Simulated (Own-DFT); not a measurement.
AlN (wurtzite, strained, atoms displaced) (calculated)

Computed with Own-DFT development build. A calculation, not a measurement: plane-wave PBE density functional theory by an unreviewed code, no spin, of a simulated periodic cell, stress positive in tension, free energy of the whole cell less one offset for each atom, forces on such cells moved up to 12 meV/angstrom on a denser k mesh; offsets are fitted by least squares, one for each functional and potential file, so energies compare only between cells with the same atoms and settings and are not formation energies; the far tail of each file's local potential was reset to the Coulomb form; each entry is a single point on an unrelaxed cell, so the pressure reflects the starting lattice, mostly measured values (interpolated for alloys), from which strain is counted, and rises with the displacements; printed positions are rounded, which can move forces by about a meV/angstrom; the program, named Own-DFT, is a retired in-house code; no spin-orbit coupling; before rounding, a Quantum ESPRESSO 7.3.1 run of the same cell and cutoff gave forces within 1 meV/angstrom rms on each cell, which checks the program and not the settings.

Settings shared by all entries: functional PBE; potential files PseudoDojo norm-conserving, scalar-relativistic, standard set; wave cutoff 42 hartree; occupations Fermi-Dirac; smearing width 0.1 eV; k mesh 3 x 3 x 2 centred on Gamma.

(1) AlN (wurtzite, strained, atoms displaced)

```cif
# cell vector a (Å): 9.4340 -0.0852 -0.1684
# cell vector b (Å): -4.7908 8.1419 0.0195
# cell vector c (Å): -0.1797 -0.0797 10.0860
data_AlN
_symmetry_space_group_name_H-M 'P 1'
_symmetry_Int_Tables_number 1
_cell_length_a 9.4359
_cell_length_b 9.4468
_cell_length_c 10.0879
_cell_angle_alpha 89.754
_cell_angle_beta 92.039
_cell_angle_gamma 120.987
_cell_volume 770.30
loop_
_atom_site_label
_atom_site_type_symbol
_atom_site_fract_x
_atom_site_fract_y
_atom_site_fract_z
_atom_site_occupancy
Al1 Al 0.11345 0.21854 0.00330 1
Al2 Al 0.21948 0.11340 0.24865 1
N1 N 0.11153 0.22837 0.19431 1
N2 N 0.22837 0.10747 0.44314 1
Al3 Al 0.11247 0.22600 0.49142 1
Al4 Al 0.22036 0.11322 0.75020 1
N3 N 0.10369 0.20912 0.69042 1
N4 N 0.21671 0.11255 0.94656 1
Al5 Al 0.09617 0.54043 0.99403 1
Al6 Al 0.21636 0.43848 0.24385 1
N5 N 0.12483 0.56172 0.19492 1
N6 N 0.21080 0.43737 0.43720 1
Al7 Al 0.11729 0.55983 0.50536 1
Al8 Al 0.21748 0.43702 0.74623 1
N7 N 0.11733 0.55301 0.69930 1
N8 N 0.22497 0.44968 0.94662 1
Al9 Al 0.10456 0.88551 0.99527 1
Al10 Al 0.21748 0.77744 0.24604 1
N9 N 0.11694 0.89654 0.19304 1
N10 N 0.22018 0.77214 0.44527 1
Al11 Al 0.10724 0.88792 0.49750 1
Al12 Al 0.22302 0.76982 0.75000 1
N11 N 0.10937 0.88982 0.68297 1
N12 N 0.21587 0.77991 0.93834 1
Al13 Al 0.44024 0.22151 0.00336 1
Al14 Al 0.55477 0.11155 0.24696 1
N13 N 0.44432 0.21643 0.18896 1
N14 N 0.55791 0.11750 0.43755 1
Al15 Al 0.44747 0.22474 0.49404 1
Al16 Al 0.56720 0.12596 0.74847 1
N15 N 0.44451 0.22853 0.69750 1
N16 N 0.55313 0.11076 0.93935 1
Al17 Al 0.43373 0.54652 0.99277 1
Al18 Al 0.56033 0.45484 0.25110 1
N17 N 0.45242 0.56585 0.18270 1
N18 N 0.56072 0.44859 0.43757 1
Al19 Al 0.43864 0.55453 0.50598 1
Al20 Al 0.56639 0.44255 0.74044 1
N19 N 0.44529 0.55550 0.69778 1
N20 N 0.55684 0.43698 0.94593 1
Al21 Al 0.45413 0.89386 0.00261 1
Al22 Al 0.54996 0.76395 0.25950 1
N21 N 0.44628 0.89330 0.19356 1
N22 N 0.55825 0.77190 0.44396 1
Al23 Al 0.44200 0.87966 0.50849 1
Al24 Al 0.56061 0.77955 0.74616 1
N23 N 0.44601 0.88732 0.68584 1
N24 N 0.54293 0.76872 0.93603 1
Al25 Al 0.77939 0.22114 0.00236 1
Al26 Al 0.89065 0.10896 0.24836 1
N25 N 0.78412 0.22055 0.20011 1
N26 N 0.88465 0.11899 0.43487 1
Al27 Al 0.76808 0.21789 0.49797 1
Al28 Al 0.89057 0.11904 0.74589 1
N27 N 0.77275 0.23143 0.69227 1
N28 N 0.89115 0.11226 0.93682 1
Al29 Al 0.77443 0.54855 0.00090 1
Al30 Al 0.88927 0.44895 0.25484 1
N29 N 0.77296 0.55287 0.19615 1
N30 N 0.88749 0.43890 0.44084 1
Al31 Al 0.77411 0.56311 0.49321 1
Al32 Al 0.88915 0.45323 0.74728 1
N31 N 0.78513 0.55289 0.68592 1
N32 N 0.89217 0.43762 0.94914 1
Al33 Al 0.77169 0.89215 0.99684 1
Al34 Al 0.88658 0.77661 0.26026 1
N33 N 0.77439 0.87638 0.19234 1
N34 N 0.88064 0.77004 0.43714 1
Al35 Al 0.78868 0.90286 0.49713 1
Al36 Al 0.89522 0.77889 0.74984 1
N35 N 0.77362 0.88238 0.69445 1
N36 N 0.88786 0.77781 0.93569 1
```

| Item | Value |
| --- | --- |
| free energy of cell above offsets | -30.035 eV |
| pressure | 0.9 GPa |
| stress xx | -0.58 GPa |
| stress yy | -4.01 GPa |
| stress zz | 1.89 GPa |
| stress yz | -1.82 GPa |
| stress xz | -4.66 GPa |
| stress xy | -3.36 GPa |

Force:
```
element  x (eV/Å)  y (eV/Å)  z (eV/Å)
     Al    -0.976     0.892    -0.236
     Al     1.262     0.206     0.306
      N     0.561    -2.214    -0.792
      N     -2.15     0.605    -0.882
     Al     0.304    -1.433     1.061
     Al     0.876    -0.707     0.384
      N    -0.329     1.786    -1.065
      N     0.578    -0.482    -1.103
     Al     3.664     3.698      1.94
     Al     0.778     2.622     0.815
      N     -2.12    -1.099    -1.197
      N     1.209     1.527     0.418
     Al    -1.034    -1.404    -0.615
     Al     1.081    -0.014     1.296
      N    -1.082    -0.631     -1.21
      N     -1.98    -2.638    -1.538
     Al     0.889     0.432     0.997
     Al     1.199     0.886     0.649
      N    -1.181    -1.418    -0.285
      N    -0.528      0.84    -0.634
     Al     1.168    -0.394     0.098
     Al    -0.302     2.165     0.448
      N     0.629    -0.295     1.009
      N     0.648    -0.644     0.197
     Al     0.866    -0.535    -0.316
     Al     0.648     0.091     0.678
      N    -1.105      1.38     0.676
      N    -1.058    -1.711     0.398
     Al     0.666     0.011     0.849
     Al    -1.985    -2.286     0.846
      N     0.348      -1.5     -1.65
      N     0.384     0.439     0.096
     Al     2.819     1.775     0.878
     Al    -0.664    -1.506    -0.883
      N    -0.489    -2.989     0.577
      N    -2.125    -0.606     0.573
     Al     0.719    -0.471    -0.397
     Al     -1.45     1.318     1.942
      N     0.241    -0.995    -1.087
      N    -1.041     0.703    -1.381
     Al    -1.394    -1.148    -0.077
     Al    -0.624     2.742    -1.094
      N     0.542    -1.153    -0.167
      N    -0.701     0.519     0.553
     Al    -0.047     1.254    -2.368
     Al    -1.104     -0.26     0.951
      N    -0.018     0.585     1.751
      N      0.81     1.173     0.049
     Al    -0.164    -0.769      0.64
     Al    -0.671    -0.609    -0.084
      N     -0.92     0.439    -1.735
      N     1.176    -0.895     0.988
     Al     0.979     1.518     0.148
     Al    -0.617    -1.265     0.598
      N     2.387    -0.193    -0.898
      N    -0.613     0.158      0.51
     Al     0.334     1.016     0.636
     Al     1.063    -0.503    -0.187
      N     1.335     0.642    -0.731
      N    -0.497      1.37     0.822
     Al     2.322    -1.921     1.079
     Al     1.934    -1.094     0.858
      N    -1.615     1.412    -0.317
      N    -3.763    -0.509    -2.053
     Al     0.759    -1.407     0.217
     Al     0.748     0.102    -2.869
      N    -0.561     1.531      -0.2
      N     0.067     2.586     1.333
     Al     -0.51    -1.558     0.768
     Al     -0.67     0.107    -0.242
      N     0.966     1.565    -1.296
      N    -0.874    -0.841     0.559
```

(2) AlN (wurtzite, strained, atoms displaced)

```cif
# cell vector a (Å): 9.2401 0.1275 -0.0082
# cell vector b (Å): -4.5097 8.0064 0.1232
# cell vector c (Å): -0.0088 0.1467 10.1254
data_AlN
_symmetry_space_group_name_H-M 'P 1'
_symmetry_Int_Tables_number 1
_cell_length_a 9.2410
_cell_length_b 9.1899
_cell_length_c 10.1265
_cell_angle_alpha 88.484
_cell_angle_beta 90.089
_cell_angle_gamma 118.598
_cell_volume 754.74
loop_
_atom_site_label
_atom_site_type_symbol
_atom_site_fract_x
_atom_site_fract_y
_atom_site_fract_z
_atom_site_occupancy
Al1 Al 0.11366 0.22438 0.00494 1
Al2 Al 0.22818 0.11067 0.25308 1
N1 N 0.10574 0.22637 0.17573 1
N2 N 0.22547 0.11100 0.44562 1
Al3 Al 0.11391 0.22014 0.49600 1
Al4 Al 0.22962 0.11782 0.74662 1
N3 N 0.10538 0.20527 0.70050 1
N4 N 0.21851 0.10054 0.94388 1
Al5 Al 0.10945 0.55447 0.99563 1
Al6 Al 0.22138 0.44097 0.24588 1
N5 N 0.11090 0.55805 0.19090 1
N6 N 0.21921 0.44620 0.42741 1
Al7 Al 0.12009 0.56706 0.50106 1
Al8 Al 0.21871 0.44433 0.74943 1
N7 N 0.10910 0.55413 0.68778 1
N8 N 0.21748 0.44298 0.93671 1
Al9 Al 0.12126 0.88932 0.99863 1
Al10 Al 0.21714 0.78219 0.24719 1
N9 N 0.09784 0.88830 0.19438 1
N10 N 0.21339 0.77061 0.44071 1
Al11 Al 0.11504 0.89168 0.49607 1
Al12 Al 0.23573 0.79405 0.75592 1
N11 N 0.10226 0.88499 0.68969 1
N12 N 0.21937 0.76601 0.94708 1
Al13 Al 0.44877 0.22455 0.00894 1
Al14 Al 0.55621 0.10620 0.24896 1
N13 N 0.45295 0.23362 0.18783 1
N14 N 0.55451 0.11243 0.43906 1
Al15 Al 0.44889 0.22991 0.49685 1
Al16 Al 0.54630 0.11211 0.75406 1
N15 N 0.44559 0.23190 0.69309 1
N16 N 0.55504 0.11367 0.94801 1
Al17 Al 0.43846 0.56090 0.00430 1
Al18 Al 0.55022 0.43598 0.24661 1
N17 N 0.45287 0.56109 0.18754 1
N18 N 0.55151 0.45210 0.44226 1
Al19 Al 0.44752 0.55956 0.49412 1
Al20 Al 0.55463 0.44210 0.74025 1
N19 N 0.44313 0.54562 0.69349 1
N20 N 0.55797 0.44250 0.94317 1
Al21 Al 0.43723 0.88879 0.99779 1
Al22 Al 0.54413 0.77028 0.24896 1
N21 N 0.44631 0.88804 0.19875 1
N22 N 0.56076 0.77880 0.43559 1
Al23 Al 0.44333 0.88624 0.49685 1
Al24 Al 0.56614 0.77967 0.74769 1
N23 N 0.44973 0.89343 0.69008 1
N24 N 0.55513 0.78049 0.93893 1
Al25 Al 0.77464 0.22052 0.99417 1
Al26 Al 0.89287 0.11487 0.24979 1
N25 N 0.77650 0.22534 0.18247 1
N26 N 0.88693 0.11671 0.43528 1
Al27 Al 0.78665 0.22381 0.49593 1
Al28 Al 0.88851 0.10829 0.75475 1
N27 N 0.78055 0.21461 0.68396 1
N28 N 0.87515 0.09084 0.94019 1
Al29 Al 0.78880 0.56573 0.00135 1
Al30 Al 0.89935 0.44737 0.25154 1
N29 N 0.77756 0.55066 0.19557 1
N30 N 0.89705 0.44710 0.43585 1
Al31 Al 0.78706 0.56697 0.48828 1
Al32 Al 0.88723 0.44209 0.74989 1
N31 N 0.77122 0.55047 0.69225 1
N32 N 0.90119 0.45677 0.94558 1
Al33 Al 0.78532 0.88448 0.99803 1
Al34 Al 0.88531 0.78289 0.25192 1
N33 N 0.77396 0.89630 0.19400 1
N34 N 0.88726 0.77505 0.43973 1
Al35 Al 0.78184 0.88620 0.50048 1
Al36 Al 0.89489 0.78600 0.74905 1
N35 N 0.77645 0.88885 0.69277 1
N36 N 0.88742 0.78245 0.93506 1
```

| Quantity | Value |
| --- | --- |
| free energy of cell above offsets | -28.994 eV |
| pressure | 5.51 GPa |
| stress xx | -9.28 GPa |
| stress yy | -8.23 GPa |
| stress zz | 0.99 GPa |
| stress yz | 4.24 GPa |
| stress xz | 0.77 GPa |
| stress xy | 5.28 GPa |

Force:
```
element  x (eV/Å)  y (eV/Å)  z (eV/Å)
     Al    -0.486    -1.272    -3.483
     Al    -0.985     0.418    -0.868
      N     1.514    -0.193     4.106
      N      0.29     0.374    -1.454
     Al    -1.556     0.849     1.168
     Al      0.36    -1.817     1.608
      N    -1.462      2.79    -2.228
      N     0.876     2.138    -0.519
     Al     0.854    -1.215     1.823
     Al    -0.081     0.816    -0.612
      N       0.9     0.826    -1.012
      N      1.09    -0.289     1.925
     Al    -0.589    -3.332     0.331
     Al     0.899    -0.766     0.081
      N      0.06     1.104     0.306
      N     0.715     0.007     0.409
     Al    -2.386    -1.021     0.744
     Al     0.854    -1.209     0.617
      N     1.858      1.18    -0.756
      N     1.106     3.056    -1.094
     Al    -0.728    -1.116     1.253
     Al    -0.907    -2.376    -0.862
      N     2.454      1.57    -0.559
      N     0.079     2.703    -1.336
     Al    -1.091     0.586    -1.822
     Al     0.648     1.224      0.26
      N    -0.843    -3.331     1.241
      N     0.369     0.054    -0.123
     Al     0.438     -0.15     0.866
     Al     2.128     0.398    -0.314
      N     0.396     -2.07    -1.572
      N    -0.273    -0.767    -1.465
     Al      1.52    -0.754      -1.6
     Al     1.024     2.901     0.972
      N    -1.483     -1.31     0.251
      N     2.301    -1.122    -1.384
     Al    -1.674    -0.154     1.317
     Al     0.931     0.881      2.77
      N    -2.263     2.097     -1.59
      N    -0.316     0.792    -0.264
     Al      1.96    -0.028     1.035
     Al     2.326     0.961     0.388
      N    -2.627     0.305    -1.692
      N    -0.518      0.25     0.822
     Al    -0.078     0.475     0.178
     Al    -1.516    -1.413      1.01
      N    -0.442    -0.038    -0.185
      N     0.027     -0.02     0.051
     Al     1.006     0.399     0.973
     Al    -1.203    -0.235    -0.916
      N     0.315      0.01     0.896
      N     2.813    -1.452     0.037
     Al    -2.235     0.781      0.83
     Al    -0.023    -0.643     0.085
      N    -1.626     1.037     1.114
      N     0.418     3.936    -0.389
     Al    -1.478    -1.372     0.325
     Al    -1.214    -0.971    -0.524
      N    -0.517     1.425    -0.358
      N    -0.385     0.223     0.767
     Al    -0.249    -3.544     1.874
     Al     0.114     0.041    -0.148
      N     0.978     1.436     -1.25
      N    -1.249    -2.229    -1.771
     Al    -2.974    -0.475     1.899
     Al    -0.872    -1.479    -0.252
      N     0.399    -0.985    -0.589
      N     0.821     2.732    -0.503
     Al    -1.327     0.889     0.129
     Al    -0.825    -2.269     0.407
      N     0.732     0.496    -1.602
      N     2.909     -0.74      0.23
```

(3) AlN (wurtzite, strained, atoms displaced)

```cif
# cell vector a (Å): 9.1845 -0.0080 -0.0939
# cell vector b (Å): -4.5991 8.2107 0.0148
# cell vector c (Å): -0.1002 -0.0396 9.9675
data_AlN
_symmetry_space_group_name_H-M 'P 1'
_symmetry_Int_Tables_number 1
_cell_length_a 9.1850
_cell_length_b 9.4110
_cell_length_c 9.9681
_cell_angle_alpha 89.827
_cell_angle_beta 91.162
_cell_angle_gamma 119.304
_cell_volume 751.21
loop_
_atom_site_label
_atom_site_type_symbol
_atom_site_fract_x
_atom_site_fract_y
_atom_site_fract_z
_atom_site_occupancy
Al1 Al 0.10097 0.20808 0.99675 1
Al2 Al 0.21325 0.10698 0.25748 1
N1 N 0.11269 0.23013 0.19426 1
N2 N 0.22660 0.10959 0.44343 1
Al3 Al 0.10842 0.22397 0.50250 1
Al4 Al 0.21942 0.11525 0.75011 1
N3 N 0.10668 0.21249 0.70036 1
N4 N 0.21950 0.10658 0.93749 1
Al5 Al 0.10712 0.54695 0.01567 1
Al6 Al 0.22071 0.44806 0.24219 1
N5 N 0.12385 0.57144 0.19609 1
N6 N 0.22300 0.44690 0.44351 1
Al7 Al 0.11519 0.55628 0.49779 1
Al8 Al 0.21623 0.44887 0.74232 1
N7 N 0.10230 0.54443 0.69300 1
N8 N 0.22409 0.44796 0.94788 1
Al9 Al 0.11100 0.89970 0.99694 1
Al10 Al 0.21711 0.77371 0.25692 1
N9 N 0.11179 0.90019 0.18898 1
N10 N 0.23159 0.78329 0.44058 1
Al11 Al 0.11209 0.89726 0.50306 1
Al12 Al 0.22504 0.76633 0.74679 1
N11 N 0.11632 0.89110 0.68780 1
N12 N 0.21799 0.77165 0.93776 1
Al13 Al 0.44704 0.22498 0.98629 1
Al14 Al 0.56031 0.11809 0.24464 1
N13 N 0.44629 0.22735 0.19034 1
N14 N 0.55395 0.10431 0.44322 1
Al15 Al 0.45197 0.22956 0.49872 1
Al16 Al 0.55453 0.10440 0.75857 1
N15 N 0.45178 0.23070 0.69637 1
N16 N 0.56219 0.12382 0.93637 1
Al17 Al 0.44590 0.55607 0.00922 1
Al18 Al 0.55305 0.44537 0.25153 1
N17 N 0.45697 0.55816 0.18982 1
N18 N 0.55246 0.44169 0.44319 1
Al19 Al 0.43604 0.55268 0.50759 1
Al20 Al 0.55503 0.44998 0.75034 1
N19 N 0.44344 0.55517 0.68097 1
N20 N 0.54973 0.44856 0.94860 1
Al21 Al 0.44386 0.88791 0.99686 1
Al22 Al 0.55599 0.78199 0.24246 1
N21 N 0.43356 0.88574 0.19372 1
N22 N 0.55977 0.77258 0.44772 1
Al23 Al 0.44118 0.87914 0.50379 1
Al24 Al 0.55705 0.78254 0.74049 1
N23 N 0.44479 0.88237 0.69404 1
N24 N 0.56779 0.78114 0.94146 1
Al25 Al 0.77573 0.23312 0.99619 1
Al26 Al 0.89326 0.11266 0.25428 1
N25 N 0.77658 0.21933 0.18685 1
N26 N 0.87606 0.10604 0.44389 1
Al27 Al 0.77579 0.21757 0.49991 1
Al28 Al 0.88451 0.10856 0.74173 1
N27 N 0.78296 0.22349 0.68831 1
N28 N 0.88327 0.10982 0.94057 1
Al29 Al 0.78442 0.56693 0.99069 1
Al30 Al 0.88146 0.44273 0.24964 1
N29 N 0.77758 0.54985 0.19480 1
N30 N 0.88620 0.44748 0.44359 1
Al31 Al 0.77093 0.53952 0.50106 1
Al32 Al 0.88874 0.43433 0.74891 1
N31 N 0.76779 0.55891 0.68678 1
N32 N 0.88381 0.43406 0.94898 1
Al33 Al 0.77502 0.88730 0.99783 1
Al34 Al 0.87796 0.76245 0.24529 1
N33 N 0.76582 0.88535 0.19331 1
N34 N 0.89437 0.77876 0.43901 1
Al35 Al 0.77366 0.89159 0.49966 1
Al36 Al 0.88398 0.78206 0.75714 1
N35 N 0.77679 0.89656 0.70386 1
N36 N 0.89085 0.78523 0.94393 1
```

| Property | Result |
| --- | --- |
| free energy of cell above offsets | -28.895 eV |
| pressure | 6.4 GPa |
| stress xx | -12.56 GPa |
| stress yy | -2.55 GPa |
| stress zz | -4.1 GPa |
| stress yz | -1.26 GPa |
| stress xz | -3.22 GPa |
| stress xy | -0.35 GPa |

Force:
```
element  x (eV/Å)  y (eV/Å)  z (eV/Å)
     Al     0.252     2.215      0.47
     Al     1.385     1.251    -0.986
      N     -0.03    -0.875    -0.313
      N    -1.329     1.009     0.452
     Al     0.655    -0.465    -0.008
     Al     2.599    -1.494    -0.189
      N    -1.449     2.611    -2.116
      N    -0.037     1.019    -0.015
     Al     0.123     1.435    -2.614
     Al     1.693     0.093     1.169
      N    -1.496    -2.769     0.407
      N    -0.644    -1.347     -0.85
     Al     -1.37      0.68     0.057
     Al     2.755    -1.821      2.36
      N    -0.576     1.889    -1.589
      N    -0.245    -1.165    -0.718
     Al      1.98    -1.502     0.851
     Al    -0.477      2.89    -0.663
      N    -0.222    -1.985     0.006
      N    -1.777    -1.607     1.039
     Al     0.689    -1.212    -0.455
     Al    -1.995     0.787     0.859
      N    -0.452    -0.342     1.381
      N    -0.321     0.024     0.372
     Al    -1.119     0.654     2.153
     Al    -0.979    -1.502     0.959
      N    -0.545    -0.445     -0.46
      N    -0.299     0.281    -0.264
     Al     0.174    -1.358      0.71
     Al    -0.347     0.836    -2.728
      N    -0.282    -0.906    -0.237
      N    -0.278    -2.336     1.103
     Al    -0.626     0.867    -1.625
     Al     1.063     -1.16     0.243
      N    -2.559     0.737     1.223
      N    -0.614     0.229    -0.555
     Al     2.057     0.671    -3.168
     Al    -0.285     -0.64     0.652
      N    -1.078     0.436      3.52
      N     1.733    -0.069    -1.841
     Al     0.016    -0.049     0.609
     Al    -1.225    -1.076     1.715
      N     1.027     1.028    -1.006
      N    -1.778    -0.545    -0.879
     Al     1.068     1.854    -0.679
     Al     1.171    -2.039     2.065
      N    -1.299     1.362    -0.449
      N     -3.09    -1.628    -0.986
     Al     1.826     -3.11     1.492
     Al    -0.971    -0.849    -0.896
      N     0.539      1.06     0.543
      N     2.165     0.616    -0.291
     Al    -1.287     1.043     0.002
     Al     0.393     0.689     2.299
      N    -1.246    -0.507      0.18
      N    -0.443    -0.172    -0.345
     Al     -0.32    -1.636     1.377
     Al     1.673    -0.753     0.548
      N    -0.993      0.65    -1.718
      N     1.974    -1.703    -0.811
     Al    -1.223     3.231     0.183
     Al    -1.889     0.988      0.78
      N     1.966     0.212     1.678
      N    -0.259     3.675    -1.755
     Al     0.462     2.046     1.264
     Al     0.105     2.527      1.13
      N     2.574     1.349    -0.766
      N    -1.142    -0.641     0.175
     Al     2.089     -0.99     0.437
     Al     1.463    -0.293    -1.779
      N     0.703    -1.022    -2.411
      N      0.22    -0.931    -0.298
```
